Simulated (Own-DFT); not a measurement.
# How strain changes the stress of hcp Ru, 36 atoms (Ru36)

All numbers below are calculated, not measured. They come from Own-DFT, an in-house plane-wave density functional program, since retired, whose code no person has reviewed. Each row is one single-point run on a periodic cell that was not relaxed, without spin or spin-orbit coupling.

Settings of every run: PBE; PseudoDojo norm-conserving scalar-relativistic files; cutoff 50 hartree; 5 x 5 x 4 k mesh centred on Gamma; cold (Marzari-Vanderbilt) smearing of 0.2 eV.

Known limits: forces on such cells failed a check on a denser k mesh; stress not checked against mesh or cutoff.

Unstrained cell vectors in Å: (8.118, 0.000, 0.000); (-4.059, 7.030, 0.000); (0.000, 0.000, 8.563). The unstrained cell has measured lattice constants (interpolated for alloys), not those of this functional. That, the random moves and any unrelaxed bonds set the pressure at no strain. Each run strains this cell uniformly, with the atoms carried along. Every atom was also moved at random, by a Gaussian of width 0.05 Å on each axis. Strain is the symmetric tensor, in per cent. Stress is positive in tension, and the pressure is minus a third of its trace.

```
run  e_xx (%)  e_yy (%)  e_zz (%)  e_yz (%)  e_xz (%)  e_xy (%)  s_xx (GPa)  s_yy (GPa)  s_zz (GPa)  s_yz (GPa)  s_xz (GPa)  s_xy (GPa)  P (GPa)  E (meV/atom)
  1     -1.18      0.64     -0.08      1.42      0.36      1.80      -14.71       -6.97      -10.51        5.48        1.05        7.76    10.73          47.4
  2      1.32      0.45      0.56      1.64     -0.57     -0.45        2.39       -0.48       -0.45        5.51       -1.97       -2.00    -0.48           0.0
  3      1.31      0.40     -0.98      1.12      0.13      0.99       -1.81       -3.69      -10.10        4.10        0.36        3.67     5.20          11.3
  4      1.09      1.20     -0.74      1.29     -0.78     -1.83       -1.17       -0.40       -8.22        4.79       -2.62       -7.15     3.27          25.7
  5      0.82      0.11     -1.14      0.08     -0.88     -0.88       -4.81       -7.67      -14.20        0.30       -3.23       -3.42     8.89          26.2
  6     -0.60      0.23      0.85     -1.61     -1.86     -1.05       -9.28       -6.15       -4.43       -6.10       -6.81       -4.41     6.62          35.6
  7     -1.60     -1.73      1.89      0.43     -1.10     -0.39      -18.90      -18.59       -1.62        1.84       -4.01       -1.96    13.04          48.8
  8     -0.94     -0.93      0.19     -0.42      1.69      1.08      -15.98      -16.61      -10.78       -1.76        6.79        4.61    14.46          57.3
  9     -1.57     -0.25      1.84     -1.34      1.24     -1.70      -14.52       -9.09        1.16       -4.46        4.31       -7.44     7.48          31.2
 10     -1.51     -1.11     -0.83     -0.25     -0.79     -0.13      -21.69      -18.67      -18.28       -0.98       -3.36       -0.29    19.54          38.8
 11      1.65     -0.47     -1.31     -1.27     -0.06      1.83       -1.75      -10.03      -14.39       -4.84       -0.17        7.28     8.72          31.2
 12      1.03     -0.43     -1.56      0.84      1.15      0.39       -5.73      -12.04      -18.33        3.83        4.57        1.16    12.03          45.1
 13      0.73      1.71      1.19     -1.33     -1.19     -1.60        1.31        4.21        2.86       -4.33       -4.66       -6.10    -2.79          35.8
 14     -0.53     -1.69      0.80      1.27      1.26     -0.72      -13.12      -19.07       -6.21        5.34        4.64       -3.61    12.80          41.3
 15     -0.47     -0.09      0.54      0.96      1.43      0.24       -9.56       -8.66       -5.25        3.37        5.39        0.23     7.82          25.9
 16      0.47     -1.91     -0.36      1.35     -1.84      0.14           ?           ?           ?           ?           ?           ?        ?             ?
```

E is the free energy for each atom above the lowest run shown.

## Worked fit

Each stress component was fitted by least squares to a constant and the strains of the runs shown, as fractions, with shears doubled. Shear strains stay in the fit of a normal stress only where such slopes are resolved. The slopes, in GPa:

| stress | at no strain | per e_xx | per e_yy | per e_zz | scatter |
|---|---|---|---|---|---|
| s_xx | -8.3 | 622 ± 19 | 197 ± 19 | 198 ± 17 | 0.58 |
| s_yy | -8.2 | 202 ± 30 | 605 ± 30 | 168 ± 28 | 0.92 |
| s_zz | -8.2 | 215 ± 27 | 147 ± 27 | 671 ± 25 | 0.83 |

Each shear stress against twice its own strain: yz 183 ± 5, xz 188 ± 4, xy 206 ± 5 GPa. These are stiffnesses along x, y and z of the frame in which the cell vectors are given, which need not be the crystal's axes. The atoms are held to the strained lattice; where symmetry lets them move under strain, relaxing them would lower some slopes. The table should be nearly symmetric about its diagonal, and what it lacks of that shows the noise. A ninth of its sum, 336 ± 9 GPa, estimates the bulk modulus near the mean pressure of these runs, 8.5 GPa, so it lies above the value at zero pressure.

## Withheld run

Question: what normal stresses and pressure should run 16 give?

The fit gives s_xx = -9.9, s_yy = -19.4, s_zz = -12.4 and P = 13.9 GPa. The calculation gave -9.98, -20.26, -13.94 and P = 14.73 GPa.
